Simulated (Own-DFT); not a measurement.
# Strain and stress in wurtzite GaN, 72 atoms (Ga36N36)

Calculated results; nothing here was measured. The program, named Own-DFT, is a retired in-house plane-wave density functional code that no person has reviewed. Each row is one single-point run on a periodic cell that was not relaxed, without spin or spin-orbit coupling.

Settings of every run: PBE; PseudoDojo norm-conserving scalar-relativistic files (stringent for Ga); cutoff 96 hartree; 4 x 4 x 3 k mesh centred on Gamma; Gaussian smearing of 0.01 eV.

Known limits: forces not confirmed at this smearing and k mesh; stress not checked against mesh or cutoff.

Unstrained cell vectors in Å: (9.567, 0.000, 0.000); (-4.784, 8.285, 0.000); (0.000, 0.000, 10.370). The unstrained cell has measured lattice constants (interpolated for alloys), not those of this functional. That, the random moves and any unrelaxed bonds set the pressure at no strain. Each run strains this cell uniformly, with the atoms carried along. Every atom was also moved at random, by a Gaussian of width 0.05 Å on each axis. Strain is the symmetric tensor, in per cent. Stress is positive in tension, and the pressure is minus a third of its trace.

| run | e_xx (%) | e_yy (%) | e_zz (%) | s_xx (GPa) | s_yy (GPa) | s_zz (GPa) | P (GPa) | E (meV/atom) |
|---|---|---|---|---|---|---|---|---|
| 1 | 0.00 | 0.00 | -1.25 | -7.04 | -8.82 | -12.52 | 9.46 | 18.9 |
| 2 | 0.00 | 0.00 | 0.75 | -6.63 | -5.75 | -4.23 | 5.54 | 17.6 |
| 3 | 0.00 | 0.00 | -1.25 | -8.58 | -8.52 | -12.78 | 9.96 | 40.5 |
| 4 | 0.00 | 0.00 | 2.75 | -4.58 | -6.48 | 5.14 | 1.98 | 0.0 |
| 5 | 0.00 | 0.00 | -0.50 | -7.16 | -7.66 | -9.51 | 8.11 | 21.8 |
| 6 | 0.00 | 0.00 | 0.75 | -5.88 | -6.25 | -5.83 | 5.99 | 28.4 |
| 7 | 0.00 | 0.00 | 2.75 | -5.24 | -5.62 | 3.26 | 2.54 | 24.7 |
| 8 | 0.00 | 0.00 | -0.50 | -6.95 | -6.43 | -10.28 | 7.88 | 12.7 |
| 9 | 0.00 | 0.00 | -0.25 | -8.28 | -6.69 | -8.31 | 7.76 | 26.6 |
| 10 | 0.00 | 0.00 | -0.25 | -6.52 | -6.99 | -9.43 | 7.65 | 19.1 |
| 11 | 0.00 | 0.00 | 1.75 | ? | ? | ? | ? | ? |

E is the free energy for each atom above the lowest run shown.

## Worked fit

The change of volume is close to e_xx + e_yy + e_zz. A straight line through the runs shown gives P = 7.24 - 184 x (fractional change of volume) GPa, with an error of 6 on the slope and a scatter of 0.26 GPa. The strain isn't the same on all axes and the cell isn't cubic, so the slope belongs to this path and is not the bulk modulus.

## Withheld run

Question: what pressure should run 11 give? Its volume changes by 1.75 %.

The line gives 4.0 GPa. The calculation gave 3.72 GPa.
